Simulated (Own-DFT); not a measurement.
# Point defects and the pressure they add: zincblende GaAs

Calculated, not measured: single-point runs of Own-DFT, a retired in-house plane-wave DFT program that no person has reviewed, on unrelaxed cells, without spin or spin-orbit coupling.

Common settings: PBE; PseudoDojo norm-conserving scalar-relativistic files; cutoff 42 hartree; 3 x 3 x 3 k mesh centred on Gamma; Fermi-Dirac smearing of 0.1 eV.

Keep in mind (not all hold for every row): not probed for a lower state with spin; forces on such cells failed a check on a denser k mesh; forces not confirmed at this smearing and k mesh; forces on such cells passed a denser k mesh, each cell not checked; stress not checked against mesh or cutoff.

All runs share one cell, with vectors in Å (11.307, 0.000, 0.000); (0.000, 11.307, 0.000); (0.000, 0.000, 11.307) and a volume of 1445.4 Å³. The atoms are randomly displaced, by u rms on each axis. The defect's site can differ from row to row.

```
               cell     formula   u (Å)  P (GPa)
          no defect    As32Ga32  0.0195     3.51
          no defect    As32Ga32  0.0197     3.52
          no defect    As32Ga32  0.0515     4.08
   two Ga vacancies    As32Ga30  0.0299     2.97
   two Ga vacancies    As32Ga30  0.0303     2.96
   two Ga vacancies    As32Ga30  0.0303     2.94
one Al on a Ga site  AlAs32Ga31  0.0512     3.97
one Al on a Ga site  AlAs32Ga31  0.0520     4.08
one Al on a Ga site  AlAs32Ga31  0.0527     4.07
   two As vacancies    As30Ga32  0.0290     3.21
   two As vacancies    As30Ga32  0.0302     3.23
   two As vacancies    As30Ga32  0.0520     3.47
one P on an As site   As31Ga32P  0.0300     3.29
one P on an As site   As31Ga32P  0.0303     3.33
one P on an As site   As31Ga32P  0.0309     3.35
one P on an As site   As31Ga32P  0.0355        ?
```

## Fit

P = P0 + c u² + a shift for each defect gives P0 = 3.47 GPa, c = 204 ± 21 GPa/Å² and a scatter of 0.05 GPa. The shifts, and each times the cell's volume:

- one Al on a Ga site: 0.02 ± 0.05 GPa, 0.2 eV (not resolved)
- one P on an As site: -0.33 ± 0.04 GPa, -3.0 eV
- two As vacancies: -0.47 ± 0.04 GPa, -4.2 eV (-2.1 eV for each of its 2 sites)
- two Ga vacancies: -0.70 ± 0.04 GPa, -6.3 eV (-3.2 eV for each of its 2 sites)

A positive shift means that the defect pushes the cell outwards. Shift times volume (160.2 GPa Å³ is 1 eV) depends little on the cell's size, so, taken for each site, it can be compared between cells at like pressure. The atoms around the defects weren't relaxed, which would change these numbers.

## Test on the hidden row

The question: what pressure belongs in the blank (one P on an As site, u = 0.0355 Å)?

The fitted form gives 3.39 ± 0.06 GPa. The run itself gave 3.43 GPa.
